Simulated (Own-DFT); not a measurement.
Al$_{3}$GaN$_{4}$ (wurtzite random alloy, strained, atoms displaced) (calculated)

All values are calculated (Own-DFT development build). A calculation, not a measurement: plane-wave PBE density functional theory by an unreviewed code, no spin, of a simulated periodic cell, stress positive in tension, free energy of the whole cell less one offset for each atom, forces on such cells passed a denser k mesh, this cell's mesh not checked; offsets are fitted by least squares, one for each functional and potential file, so energies compare only between cells with the same atoms and settings and are not formation energies; the far tail of each file's local potential was reset to the Coulomb form; each entry is a single point on an unrelaxed cell, so the pressure reflects the starting lattice, mostly measured values, from which strain is counted, and rises with the displacements; printed positions are rounded, which can move forces by about a meV/angstrom; the program is a retired in-house code; no spin-orbit coupling.

```json
{"formula": "Al3GaN4", "kind": "wurtzite random alloy, strained, atoms displaced", "structure": {"cell_angstrom": [[9.1589, 0.0, 0.0], [-4.5795, 7.9318, 0.0], [0.0, 0.0, 10.0655]], "atoms_fractional": [["Al", 0.11674, 0.23289, 0.00075], ["Al", 0.21133, 0.10395, 0.26138], ["N", 0.11065, 0.22736, 0.19286], ["N", 0.22532, 0.11142, 0.43786], ["Ga", 0.11329, 0.21189, 0.50265], ["Al", 0.21595, 0.11961, 0.74502], ["N", 0.1087, 0.22952, 0.69972], ["N", 0.21509, 0.10697, 0.94776], ["Al", 0.11218, 0.54339, 0.99811], ["Ga", 0.23125, 0.44963, 0.2532], ["N", 0.11923, 0.56071, 0.19064], ["N", 0.21512, 0.43889, 0.43859], ["Al", 0.11681, 0.56043, 0.4946], ["Ga", 0.22851, 0.44092, 0.75843], ["N", 0.11418, 0.55546, 0.68809], ["N", 0.22296, 0.43933, 0.93697], ["Al", 0.11305, 0.89918, 0.99439], ["Al", 0.22147, 0.77138, 0.23836], ["N", 0.11914, 0.89174, 0.18774], ["N", 0.21975, 0.779, 0.43388], ["Ga", 0.11449, 0.89313, 0.50113], ["Ga", 0.21645, 0.77024, 0.7562], ["N", 0.12581, 0.89832, 0.69184], ["N", 0.21367, 0.77868, 0.93879], ["Al", 0.4445, 0.22315, 0.00622], ["Al", 0.55527, 0.10232, 0.2523], ["N", 0.43903, 0.21946, 0.19612], ["N", 0.55882, 0.10931, 0.44087], ["Al", 0.45017, 0.22406, 0.50137], ["Ga", 0.568, 0.11851, 0.75421], ["N", 0.43035, 0.21413, 0.68744], ["N", 0.54961, 0.10114, 0.95286], ["Ga", 0.43971, 0.54322, 0.99722], ["Al", 0.55027, 0.43774, 0.25086], ["N", 0.45347, 0.55377, 0.17914], ["N", 0.55597, 0.44876, 0.44326], ["Al", 0.43509, 0.53613, 0.49946], ["Al", 0.56458, 0.4521, 0.74721], ["N", 0.44656, 0.55146, 0.69062], ["N", 0.55399, 0.43442, 0.94783], ["Al", 0.45278, 0.89952, 0.00437], ["Al", 0.55348, 0.78579, 0.25329], ["N", 0.442, 0.891, 0.18359], ["N", 0.55064, 0.77924, 0.44554], ["Al", 0.44818, 0.89591, 0.51138], ["Al", 0.55802, 0.77097, 0.7523], ["N", 0.44301, 0.89686, 0.69514], ["N", 0.54944, 0.78185, 0.93755], ["Al", 0.78754, 0.22377, 0.99528], ["Al", 0.8817, 0.10962, 0.25075], ["N", 0.78098, 0.22048, 0.19396], ["N", 0.89177, 0.11769, 0.44209], ["Al", 0.78499, 0.21931, 0.50003], ["Al", 0.89054, 0.11825, 0.74488], ["N", 0.76999, 0.21628, 0.6892], ["N", 0.8957, 0.11734, 0.94667], ["Al", 0.77013, 0.54703, 0.99773], ["Ga", 0.89205, 0.45581, 0.24513], ["N", 0.77905, 0.56018, 0.18828], ["N", 0.89007, 0.45292, 0.44157], ["Al", 0.77617, 0.55435, 0.4958], ["Al", 0.90033, 0.4541, 0.75258], ["N", 0.78698, 0.56581, 0.69286], ["N", 0.88795, 0.44314, 0.94405], ["Al", 0.78465, 0.90421, 0.00688], ["Al", 0.89082, 0.77622, 0.24549], ["N", 0.78243, 0.90089, 0.18816], ["N", 0.88415, 0.77892, 0.44501], ["Al", 0.78906, 0.89502, 0.49693], ["Ga", 0.89042, 0.78145, 0.76079], ["N", 0.77415, 0.88731, 0.69231], ["N", 0.89401, 0.77687, 0.9439]]}, "settings": {"functional": "PBE", "potential_files": "PseudoDojo norm-conserving, scalar-relativistic, standard set with the stringent files for Ga", "wave_cutoff [hartree]": 96.0, "occupations": "Gaussian", "smearing_width [eV]": 0.01, "k_mesh": "4 x 4 x 3 centred on Gamma"}, "results": {"free_energy_of_cell_above_offsets [eV]": "-19.025", "pressure [GPa]": 18.48, "stress_xx [GPa]": -21.51, "stress_yy [GPa]": -23.58, "stress_zz [GPa]": -10.36, "stress_yz [GPa]": -0.07, "stress_xz [GPa]": 1.19, "stress_xy [GPa]": 1.56, "force_element": ["Al", "Al", "N", "N", "Ga", "Al", "N", "N", "Al", "Ga", "N", "N", "Al", "Ga", "N", "N", "Al", "Al", "N", "N", "Ga", "Ga", "N", "N", "Al", "Al", "N", "N", "Al", "Ga", "N", "N", "Ga", "Al", "N", "N", "Al", "Al", "N", "N", "Al", "Al", "N", "N", "Al", "Al", "N", "N", "Al", "Al", "N", "N", "Al", "Al", "N", "N", "Al", "Ga", "N", "N", "Al", "Al", "N", "N", "Al", "Al", "N", "N", "Al", "Ga", "N", "N"], "force_x [eV/angstrom]": [0.643, 0.697, 0.129, 1.303, -1.382, 1.761, -0.03, 0.355, -1.317, 0.04, -0.05, 0.922, -0.781, -0.985, 0.195, -1.2, 0.859, -0.483, -1.45, 1.768, 0.17, 0.84, -2.386, 1.599, -0.322, -0.932, 0.526, 0.021, 0.168, -4.104, 1.346, 0.663, 0.488, 0.754, -0.472, 0.995, -1.468, 0.192, 0.446, 0.493, -1.381, 0.951, 0.839, 1.006, -0.665, -1.869, 1.857, 1.893, -2.308, 1.84, -1.501, 0.768, -2.433, -0.513, 3.352, 0.334, 0.97, 1.027, -1.768, 0.964, 0.092, -1.035, 0.099, 0.581, -0.045, -0.2, 0.043, 0.902, -2.769, 0.775, 0.291, -2.112], "force_y [eV/angstrom]": [-2.823, 0.943, -1.498, 0.795, 1.793, -1.74, -2.106, 3.592, 2.848, -0.398, -1.452, 0.537, 0.007, 2.261, -1.294, 0.556, -2.586, 2.514, -0.568, -0.012, -1.637, 1.667, 0.222, -0.967, -2.304, 1.734, -0.577, 0.76, -0.556, -1.852, 2.628, 4.967, 2.841, 0.694, 1.504, -1.496, 3.274, -2.004, 0.532, 0.422, -4.318, -1.174, -0.726, -0.677, -1.252, 1.408, -1.772, -0.295, -0.556, 1.763, 0.462, -1.712, 1.815, -1.906, 3.492, 0.196, 1.878, -1.763, -0.348, -1.412, 1.14, -1.049, -2.337, -0.04, -2.551, 1.389, -2.247, -0.622, -0.789, 1.35, 1.666, -0.231], "force_z [eV/angstrom]": [1.803, -2.984, -0.524, 0.595, 0.623, 2.334, -2.066, -2.096, 0.816, -0.395, -2.105, 1.264, 0.86, -1.876, -0.984, 1.299, 1.89, 1.845, -0.013, -0.393, 0.787, -0.279, -0.149, 2.305, 0.647, 0.031, 0.026, -0.13, -0.061, 1.774, 0.016, -1.648, 0.099, 0.148, 2.805, -1.24, 0.885, 0.663, -0.692, -2.894, -0.686, -0.06, 1.164, -0.779, -0.711, -0.2, -0.58, 0.283, 2.039, 0.708, -1.266, -0.92, 0.111, 1.614, -1.105, -2.258, 1.026, 1.261, -0.726, 0.197, 1.432, -0.357, -0.939, -1.132, -1.288, 0.633, 0.924, -2.147, 1.35, -1.217, -0.974, 1.615]}}
```
